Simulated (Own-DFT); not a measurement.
# Strain and stress in diamond-structure GeSn with randomly placed atoms, 64 atoms (Ge52Sn12)

These are calculations, not measurements. They come from Own-DFT, an in-house plane-wave density functional program, since retired, whose code no person has reviewed. Each row is one single-point run on a periodic cell that was not relaxed, without spin or spin-orbit coupling.

Settings of every run: PBE; PseudoDojo norm-conserving scalar-relativistic files; cutoff 49 hartree; 3 x 3 x 3 k mesh centred on Gamma; Fermi-Dirac smearing of 0.1 eV.

Known limits: forces on such cells moved up to 12 meV/angstrom on a denser k mesh; stress not checked against mesh or cutoff.

Unstrained cell vectors in Å: (11.628, 0.000, 0.000); (0.000, 11.628, 0.000); (0.000, 0.000, 11.628). The unstrained cell has measured lattice constants (interpolated for alloys), not those of this functional. That, the random moves and any unrelaxed bonds set the pressure at no strain. Each run strains this cell uniformly, with the atoms carried along. Every atom was also moved at random, by a Gaussian of width 0.05 Å on each axis. The random placing of the alloy's atoms differs from row to row. Strain is the symmetric tensor, in per cent. Stress is positive in tension, and the pressure is minus a third of its trace.

```
run,e_xx (%),e_yy (%),e_zz (%),s_xx (GPa),s_yy (GPa),s_zz (GPa),P (GPa),E (meV/atom)
1,2.75,2.75,0.00,-1.31,-1.21,-2.52,1.68,0.0
2,2.25,2.25,0.00,-2.17,-2.12,-3.24,2.51,20.6
3,0.75,0.75,0.00,-4.40,-4.26,-4.81,4.49,36.7
4,0.50,0.50,0.00,-4.62,-4.76,-5.01,4.80,36.4
5,-2.50,-2.50,0.00,-9.92,-9.85,-8.46,9.41,79.8
6,1.75,1.75,0.00,-2.88,-2.77,-3.65,3.10,23.5
7,-0.25,-0.25,0.00,-5.91,-6.06,-5.79,5.92,51.1
8,3.00,3.00,0.00,-1.03,-0.99,-2.53,1.52,7.8
9,-2.25,-2.25,0.00,?,?,?,?,?
```

E is the free energy for each atom above the lowest run shown.

## Worked fit

The change of volume is close to e_xx + e_yy + e_zz. A straight line through the runs shown gives P = 5.68 - 72 x (fractional change of volume) GPa, with an error of 2 on the slope and a scatter of 0.15 GPa. The strain isn't the same on all axes, but the crystal is cubic, so the slope still estimates the bulk modulus, averaged over pressures from 1.5 to 9.4 GPa.

## Withheld run

Question: what pressure should run 9 give? Its volume changes by -4.45 %.

The line gives 8.9 GPa. The calculation gave 9.29 GPa.
